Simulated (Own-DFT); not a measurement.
# Point defects and the pressure they add: C11b WSi2

The numbers are computed, not measured, by runs of the plane-wave DFT program Own-DFT (in-house, retired, unreviewed) at fixed positions, with no spin and no spin-orbit coupling.

Settings: PBEsol; PseudoDojo norm-conserving scalar-relativistic files, made for PBE; cutoff 50 hartree; 5 x 5 x 5 k mesh centred on Gamma; cold (Marzari-Vanderbilt) smearing of 0.2 eV.

Limits: forces on such cells failed a check on a denser k mesh; stress not checked against mesh or cutoff.

All runs share one cell, with vectors in Å (-2.148, -5.953, 3.409); (-6.444, 2.976, 1.136); (-2.553, -2.948, -6.757) and a volume of 403.2 Å³. Atoms were moved at random from their sites; u is the rms move along one axis. The defect's site can differ from row to row.

```
              cell  formula   u (Å)  P (GPa)
         no defect  Si20W10  0.0205     0.24
         no defect  Si20W10  0.0489     1.05
         no defect  Si20W10  0.0533     2.27
one Si on a W site   Si21W9  0.0347     2.49
one Si on a W site   Si21W9  0.0447     2.77
one Si on a W site   Si21W9  0.0546     4.03
     one W vacancy   Si20W9  0.0313    -0.36
     one W vacancy   Si20W9  0.0466     0.38
     one W vacancy   Si20W9  0.0473     0.69
    one Si vacancy  Si19W10  0.0323    -0.11
    one Si vacancy  Si19W10  0.0339    -0.20
    one Si vacancy  Si19W10  0.0464    -0.05
one W on a Si site  Si19W11  0.0278     5.30
one W on a Si site  Si19W11  0.0324     5.43
one W on a Si site  Si19W11  0.0503     6.93
one W on a Si site  Si19W11  0.0550        ?
```

## Working it out

P = P0 + c u² + a shift for each defect gives P0 = -0.21 GPa, c = 742 ± 115 GPa/Å² and a scatter of 0.33 GPa. The shifts, and each times the cell's volume:

- one W on a Si site: 5.02 ± 0.28 GPa, 12.6 eV
- one Si on a W site: 1.78 ± 0.27 GPa, 4.5 eV
- one W vacancy: -0.88 ± 0.27 GPa, -2.2 eV
- one Si vacancy: -0.98 ± 0.28 GPa, -2.5 eV

Positive is outwards. The product with the volume (160.2 GPa Å³ to the eV) is nearly free of the cell's size; divided by the bulk modulus at the cell's pressure it gives the volume that the defect adds. The atoms around the defects weren't relaxed, which would change these numbers.

## The run left out

Asked: what pressure belongs in the blank (one W on a Si site, u = 0.0550 Å)?

Estimate: 7.06 ± 0.43 GPa. The calculation gave 7.14 GPa.
